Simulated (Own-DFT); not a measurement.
# More of the guest, more pressure: Ge in Si

No measurement is shown. These are fixed-geometry runs of a retired plane-wave code named Own-DFT, which no person has reviewed; spin and spin-orbit coupling are neglected.

Common settings: PBE; PseudoDojo norm-conserving scalar-relativistic files; cutoff 42 hartree; 3 x 3 x 2 k mesh centred on Gamma; Fermi-Dirac smearing of 0.1 eV.

Known weak points: forces on such cells moved up to 12 meV/angstrom on a denser k mesh; stress not checked against mesh or cutoff.

One cell of 96 atoms is used throughout, with vectors in Å (10.862, 0.000, 0.000); (0.000, 10.862, 0.000); (0.000, 0.000, 16.293). Some planes normal to z hold Ge in place of Si, either as pure planes or mixed at random through a layer; x is the share of Ge among all Ge and Si sites. u is the rms random offset of the atoms per axis. Stress is positive in tension.

| x | layer | u (Å) | (s_xx + s_yy)/2 (GPa) | s_zz (GPa) |
|---|---|---|---|---|
| 0.125 | mixed layer | 0.0295 | -3.78 | -3.77 |
| 0.125 | mixed layer | 0.0313 | -3.77 | -3.80 |
| 0.167 | pure planes | 0.0614 | -5.13 | -4.90 |
| 0.167 | pure planes | 0.0290 | -4.37 | -4.40 |
| 0.188 | mixed layer | 0.0300 | ? | ? |
| 0.250 | mixed layer | 0.0578 | -6.08 | -6.22 |
| 0.250 | mixed layer | 0.0295 | -5.49 | -5.56 |
| 0.500 | pure planes | 0.0307 | -9.19 | -9.19 |
| 0.500 | pure planes | 0.0296 | -9.15 | -9.08 |

## Working it out

In the plane: -1.75 - 14.4 x - 245 u² GPa (slope in x ± 0.1, scatter 0.06). Along z: -1.80 - 14.3 x - 217 u² GPa (± 0.2, scatter 0.08). The two slopes nearly agree: every atom sits on the host's lattice on all three axes, so the larger Ge atoms are squeezed alike in all directions, and the layering hardly shows. The constants are the stress of this functional at the host's measured lattice. A real film keeps the in-plane spacing but grows in height until s_zz vanishes, which relieves part of the in-plane stress too.

## Test on the hidden row

The question: what are the two stresses at x = 0.188?

Estimate: -4.7 and -4.7 GPa. Computed: -4.69 and -4.68 GPa.
